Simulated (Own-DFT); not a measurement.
# How strain changes the stress of wurtzite AlGaN with randomly placed atoms, 72 atoms (Al9Ga27N36)

These are calculations, not measurements. The program, named Own-DFT, is a retired in-house plane-wave density functional code that no person has reviewed. Each row is one single-point run on a periodic cell that was not relaxed, without spin or spin-orbit coupling.

Settings of every run: PBE; PseudoDojo norm-conserving scalar-relativistic files (stringent for Ga); cutoff 96 hartree; 4 x 4 x 3 k mesh centred on Gamma; Gaussian smearing of 0.01 eV.

Known limits: forces on such cells passed a denser k mesh, each cell not checked; stress not checked against mesh or cutoff.

Unstrained cell vectors in Å: (9.509, 0.000, 0.000); (-4.755, 8.235, 0.000); (0.000, 0.000, 10.268). The unstrained cell has measured lattice constants (interpolated for alloys), not those of this functional. That, the random moves and any unrelaxed bonds set the pressure at no strain. Each run strains this cell uniformly, with the atoms carried along. Every atom was also moved at random, by a Gaussian of width 0.05 Å on each axis. The random placing of the alloy's atoms differs from row to row. Strain is the symmetric tensor, in per cent. Stress is positive in tension, and the pressure is minus a third of its trace.

| run | e_xx (%) | e_yy (%) | e_zz (%) | s_xx (GPa) | s_yy (GPa) | s_zz (GPa) | P (GPa) | E (meV/atom) |
|---|---|---|---|---|---|---|---|---|
| 1 | 0.00 | 0.00 | 0.50 | -6.84 | -6.34 | -6.01 | 6.40 | 18.4 |
| 2 | 0.00 | 0.00 | 1.75 | -4.76 | -5.37 | -0.70 | 3.61 | 11.1 |
| 3 | 0.00 | 0.00 | -1.50 | -9.15 | -9.51 | -15.04 | 11.23 | 51.3 |
| 4 | 0.00 | 0.00 | -0.50 | -6.31 | -6.22 | -10.70 | 7.74 | 3.0 |
| 5 | 0.00 | 0.00 | -2.00 | -9.23 | -8.53 | -16.65 | 11.47 | 33.9 |
| 6 | 0.00 | 0.00 | -1.25 | -6.91 | -7.39 | -14.34 | 9.55 | 17.0 |
| 7 | 0.00 | 0.00 | 3.00 | -4.19 | -4.98 | 4.78 | 1.46 | 0.0 |
| 8 | 0.00 | 0.00 | 0.75 | -5.19 | -7.80 | -4.13 | 5.71 | 8.6 |
| 9 | 0.00 | 0.00 | -1.00 | ? | ? | ? | ? | ? |

E is the free energy for each atom above the lowest run shown.

## Worked fit

The change of volume is close to e_xx + e_yy + e_zz. A straight line through the runs shown gives P = 7.34 - 205 x (fractional change of volume) GPa, with an error of 10 on the slope and a scatter of 0.46 GPa. The strain isn't the same on all axes and the cell isn't cubic, so the slope belongs to this path and is not the bulk modulus.

## Withheld run

Question: what pressure should run 9 give? Its volume changes by -1.00 %.

The line gives 9.4 GPa. The calculation gave 8.77 GPa.
